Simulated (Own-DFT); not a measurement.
# Point defects and the pressure they add: D0_22 TiAl3

No measurement is shown. These are fixed-geometry runs of a retired plane-wave code named Own-DFT, which no person has reviewed; spin and spin-orbit coupling are neglected.

All runs used: PBE; PseudoDojo norm-conserving scalar-relativistic files; cutoff 42 hartree; 4 x 4 x 4 k mesh centred on Gamma; cold (Marzari-Vanderbilt) smearing of 0.2 eV.

Caveats: forces on such cells failed a check on a denser k mesh; stress not checked against mesh or cutoff.

All runs share one cell, with vectors in Å (-2.365, -6.981, 4.326); (-7.667, 3.491, 1.442); (-2.950, -3.488, -7.241) and a volume of 625.4 Å³. u is the rms random offset of the atoms per axis. The defect's site can differ from row to row.

```
cell,formula,u (Å),P (GPa)
no defect,Al30Ti10,0.0190,1.97
no defect,Al30Ti10,0.0476,2.51
no defect,Al30Ti10,0.0477,2.47
two Al on a Ti site each,Al32Ti8,0.0299,2.91
two Al on a Ti site each,Al32Ti8,0.0313,2.87
two Al on a Ti site each,Al32Ti8,0.0489,?
two Al on a Ti site each,Al32Ti8,0.0503,3.50
two Al vacancies,Al28Ti10,0.0259,1.05
two Al vacancies,Al28Ti10,0.0463,1.62
two Al vacancies,Al28Ti10,0.0469,1.73
two Ti on an Al site each,Al28Ti12,0.0332,3.22
two Ti on an Al site each,Al28Ti12,0.0473,3.57
two Ti on an Al site each,Al28Ti12,0.0517,3.92
one Ti vacancy,Al30Ti9,0.0300,1.86
one Ti vacancy,Al30Ti9,0.0345,1.85
one Ti vacancy,Al30Ti9,0.0539,2.42
```

## Worked fit

P = P0 + c u² + a shift for each defect gives P0 = 1.76 GPa, c = 341 ± 28 GPa/Å² and a scatter of 0.08 GPa. The shifts, and each times the cell's volume:

- two Ti on an Al site each: 1.13 ± 0.07 GPa, 4.4 eV (2.2 eV for each of its 2 sites)
- two Al on a Ti site each: 0.83 ± 0.07 GPa, 3.3 eV (1.6 eV for each of its 2 sites)
- one Ti vacancy: -0.28 ± 0.07 GPa, -1.1 eV
- two Al vacancies: -0.86 ± 0.07 GPa, -3.4 eV (-1.7 eV for each of its 2 sites)

Against the defect-free cell, a freed cell would be larger where the shift is positive and smaller where it is negative (160.2 GPa Å³ is 1 eV). The atoms around the defects weren't relaxed, which would change these numbers.

## The run left out

Question: what pressure belongs in the blank (two Al on a Ti site each, u = 0.0489 Å)?

From the fit: 3.41 ± 0.10 GPa. The run itself gave 3.27 GPa.
